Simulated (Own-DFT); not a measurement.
# Biaxial strain at fixed height in wurtzite GaN, 72 atoms (Ga36N36)

No measurement is shown. These are fixed-geometry runs of a retired plane-wave code named Own-DFT, which no person has reviewed; spin and spin-orbit coupling are neglected.

Settings: PBE; PseudoDojo norm-conserving scalar-relativistic files (stringent for Ga); cutoff 96 hartree; 4 x 4 x 3 k mesh centred on Gamma; Gaussian smearing of 0.01 eV.

Caveats: forces not confirmed at this smearing and k mesh; stress not checked against mesh or cutoff.

Unstrained cell vectors in Å: (9.567, 0.000, 0.000); (-4.784, 8.285, 0.000); (0.000, 0.000, 10.370). The unstrained cell has measured lattice constants (interpolated for alloys), not those of this functional. That, the random moves and any unrelaxed bonds set the pressure at no strain. Each run strains x and y alike by e, as a substrate would, and holds the height along z. Each coordinate of each atom was shifted by a normal deviate of width 0.05 Å. Stress is positive in tension.

| e (%) | u (Å) | (s_xx + s_yy)/2 (GPa) | s_zz (GPa) |
|---|---|---|---|
| -2.75 | 0.045 | -23.99 | -11.03 |
| -2.25 | 0.055 | -21.57 | -9.93 |
| -1.25 | 0.052 | -14.46 | -9.08 |
| -1.00 | 0.049 | -13.08 | -7.50 |
| -0.50 | 0.053 | -9.63 | -7.80 |
| 0.50 | 0.053 | -4.41 | -6.68 |
| 0.75 | 0.049 | ? | ? |
| 1.25 | 0.050 | -0.43 | -6.14 |
| 2.25 | 0.048 | 3.69 | -3.62 |
| 2.50 | 0.051 | 4.07 | -2.19 |

## Fit

With e as a fraction, the in-plane stress is -7.0 + 544 e - 3353 e² GPa (errors 8 and 532, scatter 0.42), and s_zz is -6.9 + 148 e GPa (slope ± 13, scatter 0.71). At e = 0 the first slope is C11 + C12 and the second 2 C13, both with the ions held to the strained lattice and at the cell's own pressure. The term in e² is negative: the layer stiffens under compression and softens under tension. A free layer would change its height as e changes, and the in-plane slope would drop by 2 C13²/C33 to the biaxial modulus. At fixed height, a misfit of 1 % moves the in-plane stress by about 5.4 GPa and s_zz by 1.5 GPa.

## The run left out

Question: what are the two stresses at e = 0.75 %?

Estimate: -3.2 and -5.8 GPa. The hidden result is -2.94 and -6.19 GPa.
